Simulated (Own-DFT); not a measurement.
# Hybrid less PBE against volume: corundum Al2O3, 78 atoms (Al32O46), with two O vacancies

These are calculations. Each geometry was run twice at fixed positions with Own-DFT, a retired in-house plane-wave program that no person has reviewed: with PBE, and with HSE06 (exact exchange share 0.25 at short range, screening 0.11 per bohr, Gygi-Baldereschi treatment of its divergence). Both used PseudoDojo norm-conserving files made for PBE, a cutoff of 48 hartree, the Gamma point alone, fixed occupations, a neutral cell and no spin. One k point on a cell 7.9 Å thick isn't converged, and results move with the size of the cell. The oxygen file's force components were 24 meV/Å off all-electron values in a glass.

Unstrained cell vectors in Å: (5.494, 0.000, 8.660); (-2.747, 4.758, 8.660); (-2.747, -4.758, 8.660), volume V0 = 679.1 Å³, from measured lattice constants. Each geometry has its own random strain of a few per cent, its own defect sites and random moves of rms u per axis. HSE06 gave the energy alone. D is its energy less that of PBE, over the lowest D shown. The PBE stress wasn't checked against mesh or cutoff.

```
run  V - V0 (Å³)   u (Å)  P with PBE (GPa)  D (eV)
  1         -1.6  0.0309              8.28   0.950
  2          4.0  0.0305              6.13   1.198
  3        -20.9  0.0505             18.21   0.288
  4         11.5  0.0518              5.73   1.600
  5         22.0  0.0502              1.67   2.013
  6         17.3  0.0289              1.51   1.706
  7        -30.0  0.0515             20.80   0.000
  8         -3.4  0.0536             11.20   1.044
  9         24.7  0.0297             -1.36   2.069
 10         -7.9  0.0473             11.82   0.860
 11        -10.8  0.0300             12.03   0.613
 12        -23.4  0.0499             18.78   0.256
 13        -11.9  0.0496             13.93       ?
```

## Fit

D = 0.98 + 0.0395 (V - V0) + 68 u² eV, with an error of 0.0006 on the volume slope, 12 on the last term and a scatter of 0.03 eV. Pressure is -dE/dV, and 1 eV/Å³ is 160.2 GPa, so HSE06 changes the pressure by -6.3 ± 0.1 GPa. With the ions held to the strained lattice, the PBE pressure falls by 253 ± 4 GPa per unit of volume strain; the shape of the strain isn't fitted, so the true error is larger, and a relaxed crystal would be softer. On that slope HSE06's volume at a given pressure is about 2.5 % smaller, or 0.8 % in lengths. At u = 0 and V0 the PBE pressure is 6.7 GPa, which puts the zero-pressure volume, against the measured cell and with the defects in, at +2.7 % for PBE and +0.2 % for HSE06, each good to a few tenths of a per cent.

## Test on the hidden row

Question: what D should run 13 give?

From the fit: 0.68 eV, with rows scattering by 0.03. DFT gave 0.640 eV.
